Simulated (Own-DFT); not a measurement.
SiC (4H silicon carbide, atoms displaced), Si3N4 (beta silicon nitride, strained, atoms displaced), GaP (zincblende, strained, atoms displaced), GaAs (zincblende with one plane slipped along a stacking-fault path, atoms displaced) (calculated)

Computed with Own-DFT development build. A calculation, not a measurement: plane-wave PBE density functional theory by an unreviewed code, no spin, of a simulated periodic cell, stress positive in tension, free energy of the whole cell less one offset for each atom, forces on such cells passed a denser k mesh, this cell's mesh not checked; offsets are fitted by least squares, one for each functional and potential file, so energies compare only between cells with the same atoms and settings and are not formation energies; the far tail of each file's local potential was reset to the Coulomb form; each entry is a single point on an unrelaxed cell, so the pressure reflects the starting lattice, mostly measured values (interpolated for alloys), from which strain is counted, and rises with the displacements; printed positions are rounded, which can move forces by about a meV/angstrom; the program, named Own-DFT, is a retired in-house code; no spin-orbit coupling.

Settings shared by all entries: functional PBE; potential files PseudoDojo norm-conserving, scalar-relativistic, standard set; wave cutoff 42 hartree; occupations Fermi-Dirac; smearing width 0.1 eV.

(1) 
```xyz
32
Lattice="6.1654 0.0000 0.0000 -3.0827 5.3394 0.0000 0.0000 0.0000 10.0681" Properties=species:S:1:pos:R:3:force_x:R:1:force_y:R:1:force_z:R:1 formula=SiC hardware=one_NVIDIA_H100 k_mesh=5_x_5_x_3_centred_on_Gamma free_energy_of_cell_above_offsets=5.306 pressure=12.92 stress_xx=-11.36 stress_yy=-9.55 stress_zz=-17.84 stress_yz=-0.39 stress_xz=-0.84 stress_xy=3.14 wall_time=126.7
Si     0.0327     0.1168     4.0765     -0.391     -3.274      0.374
Si    -0.2359     1.6422     1.6097      6.829      2.994      4.048
C      0.0359     0.1342     0.9212      0.227     -5.556     -0.565
C     -0.0355     1.8053     3.6263     -0.323      0.469     -3.307
Si    -1.5642     2.7511     4.1822     -0.831     -2.187     -6.539
Si    -1.4109     4.5833     1.5073     -4.336     -3.422      2.892
C      4.6650     2.4997     1.0087     -3.456      5.728     -4.182
C     -1.4028     4.3996     3.4854      -2.98      2.314     -1.923
Si     0.0547     5.3329     4.0483     -3.759      2.156      2.839
Si     3.1253     1.7125     1.4195     -2.849      1.945      3.065
C     -0.0034     5.3059     0.8432       2.64      0.707       4.06
C      3.0583     1.7010     3.4470      0.376      2.134     -0.379
Si     1.5327     2.6127     4.2099       0.37      0.604     -9.841
Si     1.5340     4.4327     1.7160      0.743     -0.045     -2.488
C      1.5074     2.7621     0.9662      0.303     -2.132      0.767
C      1.3405     4.4552     3.4885      6.897     -2.401     -0.149
Si    -0.0004     0.0283     9.0758      1.172      0.095      1.687
Si     2.9878     3.6632     6.6849      1.458     -1.365     -2.332
C      0.0782     0.0977     5.9678     -3.946      -2.81     -0.401
C      3.0606     3.6165     8.5757      0.697     -1.645     -0.716
Si    -1.4799     2.7337     9.0582     -0.668     -2.529      1.098
Si     4.6416     0.8544     6.6972     -0.486       1.43     -4.004
C     -1.3821     2.7028     5.7945     -2.815     -0.781      9.654
C      4.7129     0.7825     8.4417     -3.417      2.167      2.339
Si    -0.0241     5.2414     9.2556      0.707      0.991     -7.694
Si    -0.0378     3.6386     6.6161      0.924     -1.963      -0.98
C     -0.1360     5.3344     5.9957       5.13     -0.139     -1.148
C      0.1368     3.4298     8.4865     -3.353      3.052     -0.684
Si     1.5127     2.6512     9.2225      2.253     -1.029     -0.284
Si     1.5465     0.8397     6.4563     -0.432      4.121      3.849
C      1.4801     2.6852     5.7900      1.203      1.107      11.01
C      1.4923     0.9131     8.4817      2.114     -0.737     -0.067
```

Units: free_energy_of_cell_above_offsets in eV; pressure, stress_xx, stress_yy, stress_zz, stress_yz, stress_xz, stress_xy in GPa; wall_time in s; force_x, force_y, force_z in eV/Å.

(2) 
```xyz
42
Lattice="7.5417 -0.0858 -0.0722 -3.8452 6.6740 -0.0159 -0.0829 -0.0690 8.5741" Properties=species:S:1:pos:R:3:force_x:R:1:force_y:R:1:force_z:R:1 formula=Si3N4 k_mesh=3_x_3_x_3_centred_on_Gamma free_energy_of_cell_above_offsets=-1.186 pressure=15.38 stress_xx=-15.71 stress_yy=-5.19 stress_zz=-25.24 stress_yz=-1.84 stress_xz=-1.62 stress_xy=-3.56
Si    -1.6458     5.1592     0.7561      2.234       0.33     -1.924
Si     0.1272     2.6343     0.6054      2.188      0.106       2.21
Si     1.3256     5.3777     0.6959     -0.335      2.104     -1.414
Si     5.4083     1.5162     2.1020     -4.031     -3.128     -1.705
Si     3.5704     3.8926     2.1416     -0.038     -2.172     -2.947
Si     2.3085     1.1134     2.1716      4.717      0.401     -3.512
N      2.3157     0.1956     0.7046      0.087     -0.285     -0.425
N      6.1013     1.8806     0.6634      2.692      1.038     -1.789
N      2.7115     4.4247     0.6741      2.159     -1.058      0.413
N      1.3915     6.3985     2.1364     -0.082      1.756     -3.849
N     -2.3738     4.6549     2.1572     -2.478     -0.947     -0.746
N      1.0690     2.1162     2.1568     -5.117      3.508      -1.07
N     -0.0319     4.3382     0.6814     -1.423       0.81      0.169
N      3.8433     2.1396     2.0370     -2.736      0.751      0.794
Si    -1.7131     5.0956     3.5805      1.999       0.93      2.409
Si     0.1253     2.6537     3.5264      1.142      1.244      0.893
Si     1.2970     5.4297     3.3900      0.479     -1.582      5.916
Si     5.2276     1.5162     5.0263      1.494     -3.701     -3.163
Si     3.4202     3.8527     4.9083     -0.934     -1.102       2.29
Si     2.2833     1.0320     4.9182      0.982      3.779      4.397
N      2.3112     0.2305     3.5391     -0.125     -5.096     -0.086
N      6.1285     1.8506     3.4645      1.749      1.302      4.976
N      2.7741     4.3592     3.4982     -3.596      1.957     -1.154
N      1.2268     6.3089     4.9755       0.42      4.592     -4.467
N     -2.6186     4.6115     5.0188      4.047      1.897     -1.029
N      0.8922     2.1113     5.0103      1.183     -0.942     -1.773
N     -0.0961     4.4553     3.6106     -0.026     -1.971      -1.08
N      3.7584     2.1894     4.9952      -3.98     -1.343     -0.662
Si    -1.7494     5.0350     6.4362      2.502      0.961     -1.341
Si     0.1457     2.6154     6.4203     -0.346      0.041      0.046
Si     1.1333     5.4756     6.3248      2.694     -3.489      3.104
Si     5.2379     1.4315     7.7791     -1.186     -3.084      1.829
Si     3.5341     3.8580     7.8378     -4.992     -1.725     -2.252
Si     2.3275     1.1168     7.7593      -0.03     -0.812      4.259
N      2.3106     0.1811     6.4545     -0.384     -4.119     -3.972
N      6.0790     1.7863     6.4161      2.878      1.882     -0.291
N      2.6256     4.3508     6.2816     -0.679      0.611      3.327
N      1.1926     6.3313     7.8214      0.164      0.325      0.358
N     -2.5418     4.6482     7.8479      1.755      0.218      1.594
N      1.0049     2.1346     7.8191     -2.117      0.636      0.462
N     -0.0690     4.2783     6.3128     -3.527      1.695       1.04
N      3.6868     2.0433     7.7958      0.597      3.685      0.167
```

Units: free_energy_of_cell_above_offsets in eV; pressure, stress_xx, stress_yy, stress_zz, stress_yz, stress_xz, stress_xy in GPa; force_x, force_y, force_z in eV/Å.

(3) 
```xyz
64
Lattice="10.8620 0.0000 0.0000 0.0000 10.8620 0.0000 0.0000 0.0000 10.9439" Properties=species:S:1:pos:R:3:force_x:R:1:force_y:R:1:force_z:R:1 formula=GaP hardware=one_NVIDIA_H100 k_mesh=3_x_3_x_3_centred_on_Gamma free_energy_of_cell_above_offsets=-28.638 pressure=4.6 stress_xx=-5.01 stress_yy=-4.52 stress_zz=-4.28 stress_yz=0.7 stress_xz=-0.55 stress_xy=0.79 wall_time=565.7
Ga    10.7805     0.1981    10.8804      1.844     -3.237      2.062
Ga     0.0558     2.5729     2.7571       1.04      1.894     -0.765
Ga     2.6421     0.0158     2.7381      0.608     -1.017      0.716
Ga     2.6989     2.7557     0.0106      -0.29     -0.735     -1.229
P      1.4112     1.2995     1.3320     -0.518      0.674     -0.104
P      1.4427     4.1931     4.1306     -1.735     -0.846     -0.622
P      4.0846     1.2802     4.1396     -0.873       0.91     -1.132
P      4.0286     3.9755     1.3381      0.789      1.101      1.088
Ga    10.7689    10.7600     5.4450      1.182      1.214      0.281
Ga    10.7789     2.5358     8.2258      0.033      2.032      0.267
Ga     2.6744     0.0529     8.1909      0.589     -1.959      1.109
Ga     2.6957     2.7640     5.3038     -0.039     -1.175      1.346
P      1.3886     1.3800     7.0358     -0.581      0.118     -3.408
P      1.3632     4.0900     9.5236       -0.7     -0.052      0.454
P      4.0608     1.2901     9.5676      0.741      0.477      0.616
P      4.0825     3.9790     6.6943     -0.123      1.125      1.014
Ga     0.0223     5.3836     0.2274     -0.517     -0.535     -2.514
Ga     0.1684     8.1994     2.5924     -0.886      0.182      2.306
Ga     2.7354     5.4619     2.7558      0.109      0.344     -0.722
Ga     2.7677     8.1662     0.0039     -0.296     -0.681     -0.225
P      1.2807     6.7913     1.3341      2.648     -0.167       0.38
P      1.4142     9.4145     4.2638     -0.632      0.957     -1.832
P      3.9294     6.8610     4.2453      3.184     -2.087     -3.298
P      4.0736     9.4917     1.3889      0.093      0.009      0.134
Ga    10.8083     5.3993     5.5790     -0.423     -0.697     -1.465
Ga    10.7688     8.1773     8.1839       1.55     -1.393      0.791
Ga     2.6900     5.4975     8.0973      0.605     -1.725      0.513
Ga     2.7231     8.0350     5.4527     -1.749        1.5      2.719
P      1.3051     6.6164     6.7886      0.005      2.629      0.744
P      1.2466     9.3511     9.6724      0.626       1.77     -0.728
P      4.0357     6.7437     9.4883      0.754      0.809      0.117
P      4.0507     9.4927     6.7449     -0.553       0.12       0.74
Ga     5.5679    10.6954     0.0094     -1.986      0.196     -0.928
Ga     5.4260     2.6543     2.7714      0.131       0.02     -0.421
Ga     8.1206    10.8039     2.8177      0.892      0.549     -0.758
Ga     8.0459     2.6144     0.0160      1.837     -0.516      0.563
P      6.7198     1.2259     1.2622      0.865      0.891       2.11
P      6.7712     4.0669     4.1419      0.215     -0.369     -0.552
P      9.5897     1.4818     4.1136     -1.308     -2.087      0.614
P      9.5169     4.0040     1.3830     -1.054     -0.388      0.775
Ga     5.3614    10.8210     5.3787      0.954      0.109      1.542
Ga     5.3864     2.8662     8.2416     -0.257     -1.458     -0.088
Ga     8.0204     0.0777     8.1325      2.063     -1.958       0.94
Ga     8.2083     2.6843     5.5203     -1.045     -0.117      -0.54
P      6.8366     1.3846     6.9312     -2.017      1.014     -2.123
P      6.9483     3.9014     9.5525     -1.812      2.028       0.03
P      9.5178     1.2151     9.5652     -2.661      1.832     -1.175
P      9.4535     4.0228     6.7793       0.54      0.285      1.829
Ga     5.3528     5.3896    10.9083      0.782     -0.254     -0.013
Ga     5.4641     8.0996     2.6877     -1.163      0.886      1.426
Ga     8.0784     5.5198     2.7991      0.902     -0.832      0.077
Ga     8.1137     7.9299    10.8843     -0.683      2.989      1.047
P      6.7842     6.8579     1.4110     -0.433     -1.723     -0.823
P      6.7670     9.5273     4.1477      0.226     -0.902     -0.153
P      9.5423     6.7798     4.1711      0.104      0.524     -0.859
P      9.5951     9.4780     1.4327     -1.381      0.853     -1.024
Ga     5.3861     5.4262     5.4089      0.205      0.377      0.548
Ga     5.4707     8.2203     8.0808     -0.554     -0.515      0.467
Ga     8.0505     5.4118     8.2071      1.271      0.497      0.084
Ga     8.1848     8.1749     5.5305      0.198     -0.142     -1.008
P      6.8454     6.8448     6.7883     -1.003     -1.005      0.238
P      6.7973     9.5065     9.4863      0.617     -1.027      0.379
P      9.5094     6.9031     9.6681      1.129     -3.015     -1.623
P      9.6035     9.4074     6.8211     -2.058      1.701      0.064
```

Units: free_energy_of_cell_above_offsets in eV; pressure, stress_xx, stress_yy, stress_zz, stress_yz, stress_xz, stress_xy in GPa; wall_time in s; force_x, force_y, force_z in eV/Å.

(4) 
```xyz
48
Lattice="5.6533 -5.6533 0.0000 0.0000 5.6533 -5.6533 12.0604 12.0604 9.7991" Properties=species:S:1:pos:R:3:force_x:R:1:force_y:R:1:force_z:R:1 formula=GaAs k_mesh=4_x_4_x_2_centred_on_Gamma free_energy_of_cell_above_offsets=-16.403 pressure=4.5 stress_xx=-5.48 stress_yy=-5.62 stress_zz=-2.4 stress_yz=0.15 stress_xz=0.03 stress_xy=0.69
Ga    12.0593    12.0539     9.7650      0.426     -0.071      0.832
As     7.0863     1.4639    -4.2595     -0.031     -0.781      0.126
Ga     2.8181     2.8556    -0.0363       0.61     -0.346      0.303
As     4.2482     4.2511     1.4287      0.055     -0.594     -0.148
Ga     5.6385     2.7597     2.8985      0.334      0.996     -1.018
As     7.0007     4.2340     4.2622     -0.259     -2.288      1.218
Ga     6.3891     6.3564     4.1642      2.198      2.211     -0.993
As     7.8560     7.8524     5.5407     -0.502     -0.499      0.345
Ga     9.2751     9.2134     4.1810     -0.056      0.137     -0.634
As    10.6134    10.6547     5.5950      0.329      0.111     -0.562
Ga    11.9997     9.2434     6.9496      0.343     -0.477      0.141
As    13.4255    10.6276     8.3687      0.359     -0.026     -0.172
Ga    12.0405    14.8714     6.9415      0.194     -0.015      0.334
As     7.0515    -1.4180    -1.3638     -0.072     -0.059     -0.803
Ga     2.8466     5.6136    -2.7778     -0.443      0.425     -0.443
As     4.2365     7.1183    -1.4806     -0.726     -0.974      1.292
Ga     5.6121     5.6123    -0.0283      0.306      0.509     -0.129
As     7.0523     7.0950     1.3821     -1.389     -1.584      0.927
Ga     6.4016     9.2823     1.3165      1.461      0.968     -1.189
As     7.8025    10.6395     2.7409       0.33     -0.224       0.29
Ga     9.2013    12.0466     1.3767      0.196      0.159     -0.502
As    10.6125    13.4904     2.7487      0.307     -0.224      0.153
Ga    12.0808    12.0538     4.1717     -0.342      0.035     -0.215
As    13.5102    13.4396     5.5608     -0.566      0.585     -0.128
Ga    14.8607     9.2115     9.7768      0.231       0.35       0.14
As     4.2352     4.2761    -4.2551      -0.23     -0.549      0.027
Ga     5.6525    -0.0090    -0.0152      0.037      0.111      0.376
As     6.9903     1.4310     1.4171      0.967      -0.22     -0.068
Ga     8.5216    -0.0312     2.8350     -0.664      0.365     -0.418
As     9.9389     1.3804     4.1757     -2.094     -0.956       1.25
Ga     9.2254     3.5316     4.1493      0.827      1.748     -0.914
As    10.6534     4.9807     5.5580     -0.482      0.317     -0.069
Ga    12.0738     6.3857     4.1481     -0.309      0.154     -0.172
As    13.4670     7.7638     5.5681     -0.166      0.793     -0.106
Ga    14.8808     6.4065     6.9535      0.173      0.263      0.655
As    16.3371     7.7964     8.4470     -0.579      0.309     -0.955
Ga    14.8580    12.0701     6.9359      0.332     -0.275       0.81
As     4.2902     1.3713    -1.4240     -0.803      0.336     -0.104
Ga     5.6286     2.8069    -2.8406       0.09      0.131     -0.273
As     7.0665     4.2153    -1.4579     -0.307      0.306      0.086
Ga     8.4615     2.8768    -0.0289     -0.112     -0.592       0.21
As     9.8761     4.2234     1.4105     -1.508     -1.335      1.293
Ga     9.2151     6.3831     1.2832      1.151      1.575     -0.995
As    10.6462     7.8047     2.6894      0.118     -0.002      0.321
Ga    12.0288     9.2624     1.3090      0.558     -0.208      0.153
As    13.5051    10.6618     2.7510     -0.557      -0.05     -0.301
Ga    14.8663     9.2649     4.1483      0.087     -0.365      0.363
As    16.2821    10.6665     5.5818      0.179     -0.179     -0.332
```

Units: free_energy_of_cell_above_offsets in eV; pressure, stress_xx, stress_yy, stress_zz, stress_yz, stress_xz, stress_xy in GPa; force_x, force_y, force_z in eV/Å.
